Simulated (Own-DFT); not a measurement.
# Strain and stress in wurtzite AlGaN with randomly placed atoms, 128 atoms (Al48Ga16N64)

All numbers below are calculated, not measured. They come from Own-DFT, an in-house plane-wave density functional program, since retired, whose code no person has reviewed. Each row is one single-point run on a periodic cell that was not relaxed, without spin or spin-orbit coupling.

Settings of every run: PBE; PseudoDojo norm-conserving scalar-relativistic files (stringent for Ga); cutoff 96 hartree; 3 x 3 x 3 k mesh centred on Gamma; Gaussian smearing of 0.01 eV.

Known limits: k mesh not checked against a denser one; stress not checked against mesh or cutoff.

Unstrained cell vectors in Å: (12.525, 0.000, 0.000); (-6.263, 10.847, 0.000); (0.000, 0.000, 10.066). The unstrained cell has measured lattice constants (interpolated for alloys), not those of this functional. That, the random moves and any unrelaxed bonds set the pressure at no strain. Each run strains this cell uniformly, with the atoms carried along. Every atom was also moved at random, by a Gaussian of width 0.05 Å on each axis. The random placing of the alloy's atoms differs from row to row. Strain is the symmetric tensor, in per cent. Stress is positive in tension, and the pressure is minus a third of its trace.

| run | e_xx (%) | e_yy (%) | e_zz (%) | s_xx (GPa) | s_yy (GPa) | s_zz (GPa) | P (GPa) | E (meV/atom) |
|---|---|---|---|---|---|---|---|---|
| 1 | 0.75 | 0.75 | 0.00 | -1.67 | -2.15 | -6.91 | 3.58 | 9.1 |
| 2 | -0.50 | -0.50 | 0.00 | -9.08 | -10.31 | -6.85 | 8.75 | 18.6 |
| 3 | 2.50 | 2.50 | 0.00 | 6.71 | 5.46 | -2.44 | -3.24 | 0.0 |
| 4 | -2.25 | -2.25 | 0.00 | -20.62 | -20.05 | -10.46 | 17.04 | 42.8 |
| 5 | 0.50 | 0.50 | 0.00 | -3.83 | -3.20 | -7.45 | 4.83 | 17.3 |
| 6 | -2.00 | -2.00 | 0.00 | -20.30 | -16.72 | -11.23 | 16.08 | 44.8 |
| 7 | -0.25 | -0.25 | 0.00 | -7.94 | -7.46 | -7.00 | 7.47 | 3.6 |
| 8 | 3.00 | 3.00 | 0.00 | 8.00 | 8.54 | -2.61 | -4.64 | 12.7 |
| 9 | 2.00 | 2.00 | 0.00 | ? | ? | ? | ? | ? |

E is the free energy for each atom above the lowest run shown.

## Worked fit

The change of volume is close to e_xx + e_yy + e_zz. A straight line through the runs shown gives P = 7.21 - 208 x (fractional change of volume) GPa, with an error of 7 on the slope and a scatter of 0.66 GPa. The strain isn't the same on all axes and the cell isn't cubic, so the slope belongs to this path and is not the bulk modulus.

## Withheld run

Question: what pressure should run 9 give? Its volume changes by 4.04 %.

The line gives -1.2 GPa. The calculation gave -1.54 GPa.
